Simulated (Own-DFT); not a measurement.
# What a defect does to the pressure of its cell: C40 NbSi2

Calculated, not measured: single-point runs of Own-DFT, a retired in-house plane-wave DFT program that no person has reviewed, on unrelaxed cells, without spin or spin-orbit coupling.

All runs used: PBE; PseudoDojo norm-conserving scalar-relativistic files; cutoff 42 hartree; 4 x 4 x 5 k mesh centred on Gamma; cold (Marzari-Vanderbilt) smearing of 0.2 eV.

Caveats: forces on such cells failed a check on a denser k mesh; stress not checked against mesh or cutoff.

All runs share one cell, with vectors in Å (0.000, 8.324, 0.000); (-9.613, 0.000, 0.000); (0.000, 0.000, 6.586) and a volume of 527.0 Å³. u is the rms random offset of the atoms per axis. The defect's site can differ from row to row.

| cell | formula | u (Å) | P (GPa) |
|---|---|---|---|
| no defect | Nb12Si24 | 0.0198 | 1.53 |
| no defect | Nb12Si24 | 0.0498 | 2.66 |
| no defect | Nb12Si24 | 0.0513 | 2.87 |
| two Nb on a Si site each | Nb14Si22 | 0.0320 | 7.52 |
| two Nb on a Si site each | Nb14Si22 | 0.0325 | 7.28 |
| two Nb on a Si site each | Nb14Si22 | 0.0518 | 8.24 |
| two Si on a Nb site each | Nb10Si26 | 0.0297 | 1.56 |
| two Si on a Nb site each | Nb10Si26 | 0.0451 | 2.37 |
| two Si on a Nb site each | Nb10Si26 | 0.0507 | 2.32 |
| two Nb vacancies | Nb10Si24 | 0.0314 | ? |
| two Nb vacancies | Nb10Si24 | 0.0322 | 0.04 |
| two Nb vacancies | Nb10Si24 | 0.0490 | 0.76 |
| two Nb vacancies | Nb10Si24 | 0.0517 | 0.23 |
| one Si vacancy | Nb12Si23 | 0.0278 | 0.90 |
| one Si vacancy | Nb12Si23 | 0.0297 | 1.09 |
| one Si vacancy | Nb12Si23 | 0.0537 | 2.09 |

## Analysis

P = P0 + c u² + a shift for each defect gives P0 = 1.45 GPa, c = 494 ± 64 GPa/Å² and a scatter of 0.21 GPa. The shifts, and each times the cell's volume:

- two Nb on a Si site each: 5.45 ± 0.17 GPa, 17.9 eV (9.0 eV for each of its 2 sites)
- two Si on a Nb site each: -0.27 ± 0.17 GPa, -0.9 eV (-0.4 eV for each of its 2 sites) (not resolved)
- one Si vacancy: -0.83 ± 0.17 GPa, -2.7 eV
- two Nb vacancies: -2.11 ± 0.17 GPa, -6.9 eV (-3.5 eV for each of its 2 sites)

A positive shift means that the defect pushes the cell outwards. Shift times volume (160.2 GPa Å³ is 1 eV) depends little on the cell's size, so, taken for each site, it can be compared between cells at like pressure. The atoms around the defects weren't relaxed, which would change these numbers.

## Withheld run

The question: what pressure belongs in the blank (two Nb vacancies, u = 0.0314 Å)?

The fitted form gives -0.17 ± 0.25 GPa. DFT gave 0.20 GPa.
